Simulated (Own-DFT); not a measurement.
# Response to strain: wurtzite AlN, 128 atoms (Al64N64)

These are calculations, not measurements. The program, named Own-DFT, is a retired in-house plane-wave density functional code that no person has reviewed. Each row is one single-point run on a periodic cell that was not relaxed, without spin or spin-orbit coupling.

Settings of every run: PBE; PseudoDojo norm-conserving scalar-relativistic files; cutoff 42 hartree; 3 x 3 x 3 k mesh centred on Gamma; Gaussian smearing of 0.01 eV.

Known limits: k mesh not checked against a denser one; stress not checked against mesh or cutoff.

Unstrained cell vectors in Å: (12.448, 0.000, 0.000); (-6.224, 10.780, 0.000); (0.000, 0.000, 9.964). The unstrained cell has measured lattice constants (interpolated for alloys), not those of this functional. That, the random moves and any unrelaxed bonds set the pressure at no strain. Each run strains this cell uniformly, with the atoms carried along. Every atom was also moved at random, by a Gaussian of width 0.05 Å on each axis. Strain is the symmetric tensor, in per cent. Stress is positive in tension, and the pressure is minus a third of its trace.

| run | e_xx (%) | e_yy (%) | e_zz (%) | s_xx (GPa) | s_yy (GPa) | s_zz (GPa) | P (GPa) | E (meV/atom) |
|---|---|---|---|---|---|---|---|---|
| 1 | 0.00 | 0.00 | -1.50 | -5.54 | -6.13 | -14.42 | 8.70 | 17.1 |
| 2 | 0.00 | 0.00 | 1.75 | -3.94 | -4.77 | 1.99 | 2.24 | 4.0 |
| 3 | 0.00 | 0.00 | 2.50 | -4.37 | -5.05 | 6.26 | 1.05 | 14.6 |
| 4 | 0.00 | 0.00 | 1.50 | -3.43 | -6.71 | 2.40 | 2.58 | 5.4 |
| 5 | 0.00 | 0.00 | -0.50 | -7.04 | -5.68 | -6.76 | 6.49 | 19.4 |
| 6 | 0.00 | 0.00 | 2.75 | -3.21 | -4.96 | 6.31 | 0.62 | 12.7 |
| 7 | 0.00 | 0.00 | 2.00 | -4.17 | -3.72 | 2.98 | 1.64 | 4.3 |
| 8 | 0.00 | 0.00 | 1.25 | -4.79 | -4.06 | 0.40 | 2.82 | 0.0 |
| 9 | 0.00 | 0.00 | 0.75 | ? | ? | ? | ? | ? |

E is the free energy for each atom above the lowest run shown.

## Worked fit

The change of volume is close to e_xx + e_yy + e_zz. A straight line through the runs shown gives P = 5.59 - 191 x (fractional change of volume) GPa, with an error of 6 on the slope and a scatter of 0.25 GPa. The strain isn't the same on all axes and the cell isn't cubic, so the slope belongs to this path and is not the bulk modulus.

## Withheld run

Question: what pressure should run 9 give? Its volume changes by 0.75 %.

The line gives 4.2 GPa. The calculation gave 4.46 GPa.
